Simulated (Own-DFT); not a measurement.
# Computed records: Hf$_{36}$O$_{71}$ (tetragonal hafnia with one neutral oxygen vacancy, atoms displaced)

All values are calculated (Own-DFT development build). A calculation, not a measurement: plane-wave PBE and HSE06 DFT by an unreviewed code, no spin, of a simulated cell at Gamma alone, so results move with cell size and shape, stress positive in tension, energies less offsets, not probed for a lower state with spin; hafnium file: forces about 75 meV/angstrom off all-electron values; oxygen file: force components 24 meV/angstrom off all-electron in a glass; k mesh not checked against a denser one; forces and stress are PBE's, HSE06 gives the energy alone, and its difference from PBE has offsets of its own; offsets are fitted by least squares, one for each functional and potential file, so energies compare only between cells with the same atoms and settings and are not formation energies; the far tail of each file's local potential was reset to the Coulomb form; each entry is a single point on an unrelaxed cell, so the pressure reflects the starting lattice, taken from the Materials Project, from which strain is counted, and rises with the displacements; printed positions are rounded, which can move forces by about a meV/angstrom; the program is a retired in-house code; no spin-orbit coupling.

Common to all runs: first functional PBE; second functional HSE06; exact exchange share 0.25; screening 0.11 1/bohr; exchange divergence Gygi-Baldereschi; potential files PseudoDojo norm-conserving, scalar-relativistic, made for PBE, standard set; wave cutoff 48 hartree; occupations fixed; k mesh 1 x 1 x 1 centred on Gamma.

(1) Hf$_{36}$O$_{71}$ (tetragonal hafnia with one neutral oxygen vacancy, atoms displaced)

```
CELL_PARAMETERS angstrom
10.78000 0.00000 0.00000
0.00000 10.78000 0.00000
0.00000 0.00000 10.44930
ATOMIC_POSITIONS crystal
Hf 0.99946 0.99731 0.99488
Hf 0.16344 0.16443 0.25332
O 0.00188 0.16889 0.15186
O 0.16393 0.99968 0.34871
O 0.00463 0.16830 0.40354
O 0.16452 0.99903 0.09991
Hf 0.00069 0.99838 0.49834
Hf 0.16429 0.16742 0.74953
O 0.99816 0.16827 0.65250
O 0.16583 0.99776 0.84739
O 0.00025 0.16797 0.90429
O 0.16224 0.99683 0.59734
Hf 0.99648 0.33722 0.00027
Hf 0.16821 0.49903 0.25231
O 0.99994 0.49842 0.15336
O 0.17088 0.32942 0.34914
O 0.00032 0.49738 0.40143
O 0.16813 0.33501 0.09972
Hf 0.99611 0.33098 0.50085
Hf 0.16737 0.50150 0.74976
O 0.00018 0.49840 0.64640
O 0.16658 0.33276 0.84481
O 0.99752 0.50239 0.90459
O 0.16627 0.33379 0.59949
Hf 0.99850 0.66892 0.99656
Hf 0.17058 0.83660 0.24919
O 0.99922 0.82657 0.15359
O 0.16284 0.66797 0.34902
O 0.99987 0.83464 0.40153
O 0.16623 0.66949 0.09568
Hf 0.99377 0.66650 0.49927
Hf 0.17230 0.83972 0.75534
O 0.00210 0.83323 0.65654
O 0.17459 0.66639 0.84916
O 0.00204 0.83504 0.90456
O 0.16788 0.66569 0.60277
Hf 0.33172 0.99812 0.00017
Hf 0.50058 0.16676 0.24671
O 0.32901 0.16612 0.15262
O 0.49858 0.99974 0.35119
O 0.33355 0.16653 0.40198
O 0.49704 0.00282 0.09835
Hf 0.33177 0.00225 0.49908
Hf 0.50390 0.16806 0.74781
O 0.33615 0.16556 0.65289
O 0.49831 0.00040 0.85061
O 0.33512 0.16519 0.90089
O 0.49391 0.00076 0.59426
Hf 0.33441 0.33611 0.99933
Hf 0.50158 0.50247 0.25094
O 0.33498 0.49842 0.15488
O 0.49835 0.32958 0.34795
O 0.33422 0.49999 0.40039
O 0.49697 0.33445 0.09758
Hf 0.33368 0.33514 0.50336
Hf 0.49929 0.50365 0.74944
O 0.33314 0.49885 0.65248
O 0.49684 0.33302 0.84565
O 0.33501 0.49579 0.90125
O 0.49831 0.33440 0.59840
Hf 0.33296 0.66417 0.00933
Hf 0.50586 0.83704 0.24746
O 0.32953 0.83644 0.14759
O 0.50346 0.66452 0.34967
O 0.33384 0.83177 0.40805
O 0.50147 0.66716 0.09072
Hf 0.33200 0.66293 0.49741
Hf 0.50007 0.83331 0.75101
O 0.33237 0.83365 0.65701
O 0.50128 0.67139 0.84751
O 0.33316 0.83283 0.90479
O 0.49491 0.66519 0.60051
Hf 0.66692 0.00378 0.99939
Hf 0.83356 0.16556 0.24756
O 0.66528 0.16528 0.15288
O 0.82957 0.99539 0.34819
O 0.66693 0.16647 0.40147
O 0.83583 0.99867 0.09339
Hf 0.66495 0.00076 0.49666
Hf 0.83482 0.16672 0.74746
O 0.66242 0.16769 0.64930
O 0.83705 0.99720 0.84152
O 0.67049 0.16829 0.90256
O 0.83651 0.99742 0.59960
Hf 0.66936 0.33098 0.99610
Hf 0.83229 0.50186 0.25279
O 0.66830 0.50030 0.15186
O 0.83634 0.33565 0.34640
O 0.67000 0.50081 0.40097
O 0.83194 0.33250 0.09208
Hf 0.67102 0.33113 0.49933
Hf 0.83496 0.50350 0.75108
O 0.66475 0.49551 0.64757
O 0.84109 0.33175 0.85096
O 0.66470 0.49774 0.90510
O 0.83237 0.33496 0.59665
Hf 0.66900 0.66582 0.99884
Hf 0.83828 0.83705 0.25384
O 0.67001 0.83576 0.15462
O 0.83729 0.66278 0.34470
O 0.66712 0.83167 0.40274
O 0.83574 0.66537 0.09934
Hf 0.66340 0.66825 0.50352
Hf 0.83432 0.83578 0.74987
O 0.83592 0.66814 0.84832
O 0.66735 0.83344 0.90580
O 0.83431 0.66422 0.59695
```

| Item | Value |
| --- | --- |
| PBE energy of cell above offsets | -101.040 eV |
| HSE06 less PBE above offsets | -0.146 eV |
| PBE pressure | 0.87 GPa |
| PBE stress xx | -0.08 GPa |
| PBE stress yy | -0.99 GPa |
| PBE stress zz | -1.55 GPa |
| PBE stress yz | -0.8 GPa |
| PBE stress xz | 0.56 GPa |
| PBE stress xy | 0.03 GPa |

Force:
```tsv
element	x (eV/Å)	y (eV/Å)	z (eV/Å)
Hf	0.736	0.959	0.812
Hf	0.896	0.848	-0.677
O	-1.011	-0.08	0.385
O	0.118	-0.279	0.185
O	-0.703	-0.836	-0.179
O	-0.355	-0.204	-0.321
Hf	0.292	-0.147	0.437
Hf	0.999	0.47	0.223
O	-0.053	0.028	-0.096
O	-0.062	1.452	0.572
O	-0.009	-0.585	-0.384
O	0.532	0.44	0.12
Hf	1.288	-0.336	0.411
Hf	-0.8	-0.569	-0.077
O	0.077	-0.113	0.033
O	-0.186	0.825	-0.02
O	0.109	0.153	0.302
O	-0.318	0.287	-0.507
Hf	1.254	0.99	-0.185
Hf	0.063	0.343	-0.242
O	-0.52	0.13	1.01
O	-0.237	0.131	0.186
O	0.05	0.006	-0.773
O	-0.186	-0.295	-0.255
Hf	0.427	-0.129	1.152
Hf	-0.855	-0.724	0.051
O	0.325	0.573	0.083
O	0.398	-0.052	-0.316
O	-0.47	-0.078	0.209
O	-0.044	-0.358	0.479
Hf	2.001	-0.41	-0.089
Hf	-0.279	-2.145	-0.971
O	-0.451	-0.185	-0.121
O	-0.518	-0.033	0.042
O	-0.134	-0.538	-0.399
O	-0.356	-0.278	-0.947
Hf	-0.15	0.814	-0.128
Hf	-1.61	0.388	0.369
O	0.602	-0.245	0.295
O	0.431	-0.194	-0.71
O	-0.039	-0.182	0.328
O	0.892	-0.382	0.171
Hf	-0.297	0.013	0.184
Hf	-1.815	-0.026	0.542
O	-0.776	-0.039	-0.004
O	0.655	-0.053	-0.445
O	-0.369	0.118	0.353
O	1.638	-0.473	0.379
Hf	-0.563	-1.34	0.074
Hf	0.366	-1.222	0.03
O	-0.008	0.721	-0.271
O	0.309	0.799	-0.256
O	-0.036	-0.036	0.077
O	1.121	-0.282	-0.133
Hf	-0.211	-0.695	-0.464
Hf	-0.174	-0.485	0.151
O	0.087	-0.054	-0.114
O	0.607	0.03	-0.058
O	0.106	1.196	0.179
O	0.691	-0.064	-0.277
Hf	-0.784	0.13	-1.869
Hf	-0.741	-0.247	0.411
O	1.422	-0.344	0.837
O	-0.09	0.876	-0.457
O	-0.087	0.144	-0.766
O	0.352	0.149	1.267
Hf	-1.059	0.558	0.754
Hf	-0.212	0.388	-0.085
O	0.564	0.27	-0.07
O	0.209	-0.756	-0.166
O	-0.004	-0.069	0.105
O	0.989	0.363	-0.194
Hf	-0.596	-0.797	0.121
Hf	0.401	0.453	-0.003
O	0.741	-0.14	-0.368
O	0.164	1.716	0.102
O	0.421	-0.069	-0.211
O	-0.343	0.295	0.364
Hf	-0.289	-0.209	0.678
Hf	-0.086	0.018	0.331
O	1.514	-0.155	-0.13
O	-0.241	0.94	0.678
O	0.08	-0.572	-0.573
O	-1.081	-0.045	-0.526
Hf	-1.026	0.853	0.807
Hf	0.455	-0.049	-0.839
O	-0.399	0.063	0.09
O	-0.247	-1.305	0.049
O	-0.152	-0.31	0.296
O	-0.221	-0.358	0.833
Hf	-1.48	0.889	-0.148
Hf	0.059	-0.559	-0.439
O	0.542	0.473	0.849
O	-0.596	0.489	-0.975
O	0.332	0.367	-0.744
O	0.003	-0.459	0.512
Hf	0.286	-0.116	0.351
Hf	0.145	-1.728	-0.901
O	-0.257	0.088	0.004
O	0.019	1.418	0.825
O	-0.13	0.127	0.648
O	-0.615	0	-0.602
Hf	-0.252	-0.751	-0.238
Hf	-0.102	-0.39	-0.803
O	-0.238	-0.045	-0.158
O	0.233	0.465	-0.429
O	-1.075	0.376	0.374
```

(2) Hf$_{36}$O$_{71}$ (tetragonal hafnia with one neutral oxygen vacancy, atoms displaced)

```
CELL_PARAMETERS angstrom
10.78000 0.00000 0.00000
0.00000 10.78000 0.00000
0.00000 0.00000 10.44930
ATOMIC_POSITIONS crystal
Hf 0.00438 0.98850 0.00298
Hf 0.16813 0.16801 0.24884
O 0.00442 0.16943 0.15254
O 0.16389 0.99694 0.35621
O 0.00122 0.16384 0.41063
O 0.16953 0.99938 0.10510
Hf 0.99822 0.00259 0.50703
Hf 0.16582 0.17121 0.75002
O 0.00007 0.16752 0.66117
O 0.16555 0.98586 0.85077
O 0.99729 0.16458 0.90062
O 0.17361 0.99712 0.59224
Hf 0.00156 0.33209 0.99543
Hf 0.16100 0.50345 0.24711
O 0.99853 0.50217 0.15528
O 0.15485 0.33343 0.34791
O 0.00650 0.49905 0.39183
O 0.16096 0.32988 0.10081
Hf 0.00488 0.33275 0.50447
Hf 0.16531 0.50085 0.74838
O 0.99870 0.50143 0.64879
O 0.16591 0.33265 0.84953
O 0.99327 0.50156 0.89725
O 0.17261 0.32785 0.59332
Hf 0.00307 0.67528 0.99794
Hf 0.16214 0.83454 0.24745
O 0.00228 0.83527 0.15164
O 0.16047 0.66910 0.34800
O 0.00880 0.82759 0.40968
O 0.17424 0.66407 0.09960
Hf 0.00152 0.66556 0.50011
Hf 0.16723 0.83360 0.75100
O 0.99939 0.83260 0.65026
O 0.17148 0.67483 0.85151
O 0.00477 0.83507 0.90384
O 0.16326 0.66340 0.60075
Hf 0.33243 0.01045 0.00441
Hf 0.50000 0.16711 0.25989
O 0.33350 0.16417 0.14131
O 0.49083 0.99543 0.34354
O 0.32517 0.17827 0.40301
O 0.50032 0.00188 0.09820
Hf 0.33269 0.99412 0.49838
Hf 0.50052 0.17259 0.75277
O 0.33613 0.16292 0.65359
O 0.50147 0.00500 0.85107
O 0.49958 0.00119 0.59138
Hf 0.33215 0.33746 0.00170
Hf 0.50236 0.50276 0.24345
O 0.33490 0.50035 0.15335
O 0.49969 0.34066 0.34549
O 0.34255 0.50285 0.40667
O 0.49418 0.33064 0.09750
Hf 0.33215 0.32795 0.51293
Hf 0.50225 0.49327 0.74060
O 0.33460 0.50685 0.65966
O 0.49941 0.32560 0.84400
O 0.32831 0.50125 0.90306
O 0.49529 0.34498 0.59287
Hf 0.33571 0.66771 0.99912
Hf 0.50201 0.83277 0.24714
O 0.33083 0.83468 0.15180
O 0.50465 0.66692 0.34791
O 0.33192 0.84198 0.41001
O 0.50395 0.66381 0.09415
Hf 0.33180 0.66384 0.50665
Hf 0.49517 0.82712 0.75926
O 0.33801 0.82542 0.65018
O 0.50277 0.66449 0.85059
O 0.33138 0.83441 0.89311
O 0.49544 0.66478 0.59479
Hf 0.66389 0.00389 0.01056
Hf 0.83425 0.16424 0.25695
O 0.66381 0.16175 0.16214
O 0.82516 0.99042 0.34799
O 0.66365 0.16456 0.39876
O 0.83361 0.99476 0.10399
Hf 0.66491 0.99437 0.49474
Hf 0.83202 0.16687 0.74957
O 0.66611 0.16946 0.64814
O 0.83257 0.99152 0.84228
O 0.67175 0.16525 0.90475
O 0.83815 0.99914 0.59214
Hf 0.66518 0.33387 0.99987
Hf 0.83174 0.50791 0.25237
O 0.66276 0.49419 0.15683
O 0.83856 0.32965 0.34680
O 0.67219 0.49718 0.39901
O 0.82932 0.33769 0.09478
Hf 0.66505 0.33303 0.49595
Hf 0.83185 0.50340 0.75405
O 0.67378 0.49647 0.65507
O 0.84241 0.33713 0.84995
O 0.66252 0.50199 0.90154
O 0.83393 0.33577 0.60461
Hf 0.66546 0.66981 0.99360
Hf 0.83793 0.83916 0.25529
O 0.66729 0.83308 0.15516
O 0.83719 0.66797 0.34868
O 0.66166 0.83699 0.40349
O 0.83495 0.66345 0.09859
Hf 0.67011 0.66419 0.50573
Hf 0.83657 0.83932 0.74734
O 0.67083 0.84143 0.65431
O 0.83310 0.66782 0.85550
O 0.66973 0.83231 0.89739
O 0.83525 0.66375 0.61405
```

| Quantity | Value |
| --- | --- |
| PBE energy of cell above offsets | -97.469 eV |
| HSE06 less PBE above offsets | 0.005 eV |
| PBE pressure | 2.06 GPa |
| PBE stress xx | -2.39 GPa |
| PBE stress yy | -1.56 GPa |
| PBE stress zz | -2.22 GPa |
| PBE stress yz | -1.39 GPa |
| PBE stress xz | -0.03 GPa |
| PBE stress xy | -0.06 GPa |

Force:
```tsv
element	x (eV/Å)	y (eV/Å)	z (eV/Å)
Hf	-0.243	2.856	0.115
Hf	-0.046	0.067	0.699
O	-1.373	-0.468	0.594
O	-0.055	0.748	-1.649
O	-0.713	0.022	-0.317
O	-0.685	-0.077	-0.62
Hf	2.547	-1.256	-0.811
Hf	0.621	-1.647	0.889
O	0.195	-0.106	-1.077
O	0.084	3.273	0.428
O	0.328	-0.801	0.554
O	-1.7	0.284	1.74
Hf	-1.329	0.033	0.573
Hf	0.37	-0.461	0.811
O	0.013	0.088	-0.928
O	0.389	0.066	-0.224
O	-0.797	0.236	1.797
O	1.47	0.487	-0.549
Hf	-1.278	0.829	-1.512
Hf	-0.528	1.345	0.966
O	0.82	-0.734	0.027
O	0.189	0.283	-0.534
O	1.385	0.63	0.618
O	-1.88	0.302	2.32
Hf	-0.712	-2.646	0.519
Hf	1.859	0.134	1.765
O	-0.592	-0.168	-0.494
O	0.592	-0.205	-0.093
O	-1.109	1.678	-0.934
O	-1.371	0.234	-0.298
Hf	-0.095	-0.839	0.09
Hf	0.938	-0.471	-1.396
O	0.584	0.24	0.455
O	-0.691	-1.814	-0.21
O	-0.448	-0.697	-0.573
O	0.387	-0.283	0.102
Hf	0.298	-0.514	-1.008
Hf	-0.548	0.624	-0.802
O	0.011	0.023	0.744
O	0.46	1.213	0.138
O	0.734	-1.607	-0.579
O	-0.42	-0.275	0.154
Hf	0.585	1.757	0.302
Hf	0.341	-3.656	-1.169
O	-0.252	1.046	0.9
O	-0.497	-0.007	-0.104
O	0.342	-0.002	0.149
Hf	-0.807	-0.561	0.438
Hf	-1.424	0.261	1.481
O	-0.398	-0.211	-0.363
O	0.688	-1.489	0.263
O	-0.961	-0.657	0.642
O	0.986	-0.029	-0.526
Hf	0.754	1.337	-3.623
Hf	0.485	1.107	1.356
O	-0.928	-0.376	-0.352
O	-0.366	2.342	0.948
O	0.231	-0.363	-0.071
O	1.719	-0.193	1.258
Hf	-0.107	0.404	-0.079
Hf	-0.732	-0.793	0.42
O	0.706	-0.293	0.108
O	0.138	0.42	-0.355
O	-0.02	-3.563	-1.421
O	-0.579	0.379	0.31
Hf	-0.404	0.66	-1.597
Hf	0.58	1.613	-0.742
O	-0.749	0.263	0.48
O	-0.219	-0.598	-0.572
O	1.134	0.044	1.212
O	2.36	-0.429	0.815
Hf	0.42	-0.82	-1.267
Hf	0.498	0.722	-1.05
O	0.597	0.025	-0.793
O	0.711	2.441	0.965
O	-0.071	0.206	0.41
O	0.534	0.248	-0.524
Hf	-0.603	0.652	1.952
Hf	-0.325	0.515	0.811
O	-0.08	0.359	0.44
O	0.393	2.386	0.98
O	0.246	0.425	0.087
O	-1.591	0.418	0.743
Hf	0.574	0.458	0.671
Hf	0.396	-1.405	-0.949
O	1.226	0.058	-0.965
O	-0.356	0.249	0.347
O	0.301	0.832	1.049
O	0.336	-0.592	0.004
Hf	1.005	-0.207	0.141
Hf	1.487	0.057	0.527
O	-1.979	0.293	-1.01
O	-0.897	-1.013	-0.391
O	-0.02	-1.08	-0.102
O	-0.026	-0.525	-1.113
Hf	1.24	0.197	0.422
Hf	-0.91	-2.203	-1.511
O	0.345	0.121	-0.166
O	-0.451	0.813	1.036
O	0.243	-1.916	-0.196
O	-0.172	0.176	0.053
Hf	-0.415	0.433	-0.395
Hf	-1.084	-2.112	-0.134
O	-0.824	-0.609	-0.532
O	0.254	0.603	-0.323
O	-0.744	0.646	1.11
O	-0.517	0.109	-1.931
```
